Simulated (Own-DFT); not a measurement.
# A surface energy from a slab and the bulk: wurtzite AlN, m plane (10-10)

The numbers are computed, not measured, by runs of the plane-wave DFT program Own-DFT (in-house, retired, unreviewed) at fixed positions, with no spin and no spin-orbit coupling.

Keep in mind (not all hold for every row): some atoms lie very close together; k mesh not checked against a denser one.

Both sets of runs: PBE; PseudoDojo norm-conserving scalar-relativistic files; cutoff 42 hartree; Gaussian smearing of 0.01 eV. The slab has 128 atoms in 16 layers, two equal faces of 62.02 Å² as cut, 15 Å of vacuum, a dipole correction along the normal and a 6 x 3 x 1 mesh. The bulk cell has 128 atoms, the same measured lattice constants and a 3 x 3 x 3 mesh. In the slab only the 32 atoms nearest the faces were moved at random; u is their rms move along one axis. Energies are counted from -174.06 eV for each atom.

```
slab run   u (Å)  E (eV, cell)
       1  0.0453        20.689
       2  0.0456        21.476
       3  0.0487        20.812
       4  0.0493        21.115
       5  0.0513        21.296
       6  0.0518        20.628
       7  0.0841        25.998
       8  0.0969        25.927
       9  0.1020        27.713
      10  0.1040        26.585
      11  0.1071        29.434
      12  0.1087        27.255
```

```
bulk run,u (Å),E (meV/atom)
1,0.0186,-3.36
2,0.0195,-1.60
3,0.0199,-1.88
4,0.0942,289.60
5,0.0979,321.86
6,0.0982,306.12
7,0.0992,293.29
8,0.0996,309.71
9,0.1014,352.64
10,0.1031,375.94
```

Question: what is the energy of the unrelaxed surface?

## Solution

Take each set to u = 0 with E = a + b u². Rows are weighted down as u grows, with residuals divided by u² + 0.0006 Å². Slab: a = 19.22 ± 0.27 eV. Bulk: a = -15.1 ± 0.9 meV/atom. The excess is 19.22 - 128 x (-0.0151) = 21.15 ± 0.29 eV. Over two faces that is 171 meV/Å², or 2.73 ± 0.04 J/m². Relaxing the faces would lower the energy, and the unlike meshes and the reach from the smallest u down to zero add errors that aren't counted here.
